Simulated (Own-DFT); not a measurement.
# Response to strain: wurtzite AlN, 72 atoms (Al36N36)

Calculated results; nothing here was measured. They come from Own-DFT, an in-house plane-wave density functional program, since retired, whose code no person has reviewed. Each row is one single-point run on a periodic cell that was not relaxed, without spin or spin-orbit coupling.

Settings of every run: PBE; PseudoDojo norm-conserving scalar-relativistic files; cutoff 42 hartree; 4 x 4 x 3 k mesh centred on Gamma; Gaussian smearing of 0.01 eV.

Known limits: k mesh not checked against a denser one; stress not checked against mesh or cutoff.

Unstrained cell vectors in Å: (9.336, 0.000, 0.000); (-4.668, 8.085, 0.000); (0.000, 0.000, 9.964). The unstrained cell has measured lattice constants (interpolated for alloys), not those of this functional. That, the random moves and any unrelaxed bonds set the pressure at no strain. Each run strains this cell uniformly, with the atoms carried along. Every atom was also moved at random, by a Gaussian of width 0.05 Å on each axis. Strain is the symmetric tensor, in per cent. Stress is positive in tension, and the pressure is minus a third of its trace.

| run | e_xx (%) | e_yy (%) | e_zz (%) | s_xx (GPa) | s_yy (GPa) | s_zz (GPa) | P (GPa) | E (meV/atom) |
|---|---|---|---|---|---|---|---|---|
| 1 | 0.00 | 0.00 | 0.25 | -5.78 | -5.17 | -4.59 | 5.18 | 4.1 |
| 2 | 0.00 | 0.00 | 1.00 | -4.62 | -4.88 | -1.46 | 3.66 | 2.3 |
| 3 | 0.00 | 0.00 | -1.00 | -4.77 | -7.49 | -10.62 | 7.63 | 1.1 |
| 4 | 0.00 | 0.00 | -1.50 | -6.99 | -4.97 | -14.40 | 8.79 | 13.5 |
| 5 | 0.00 | 0.00 | 1.25 | -5.53 | -4.15 | 0.06 | 3.21 | 9.2 |
| 6 | 0.00 | 0.00 | -0.50 | -6.64 | -5.07 | -8.16 | 6.62 | 9.3 |
| 7 | 0.00 | 0.00 | 0.75 | -5.77 | -5.30 | -0.40 | 3.82 | 0.0 |
| 8 | 0.00 | 0.00 | -0.25 | -9.75 | -5.38 | -4.65 | 6.59 | 25.1 |
| 9 | 0.00 | 0.00 | -1.25 | ? | ? | ? | ? | ? |

E is the free energy for each atom above the lowest run shown.

## Worked fit

The change of volume is close to e_xx + e_yy + e_zz. A straight line through the runs shown gives P = 5.69 - 206 x (fractional change of volume) GPa, with an error of 8 on the slope and a scatter of 0.22 GPa. The strain isn't the same on all axes and the cell isn't cubic, so the slope belongs to this path and is not the bulk modulus.

## Withheld run

Question: what pressure should run 9 give? Its volume changes by -1.25 %.

The line gives 8.3 GPa. The calculation gave 8.21 GPa.
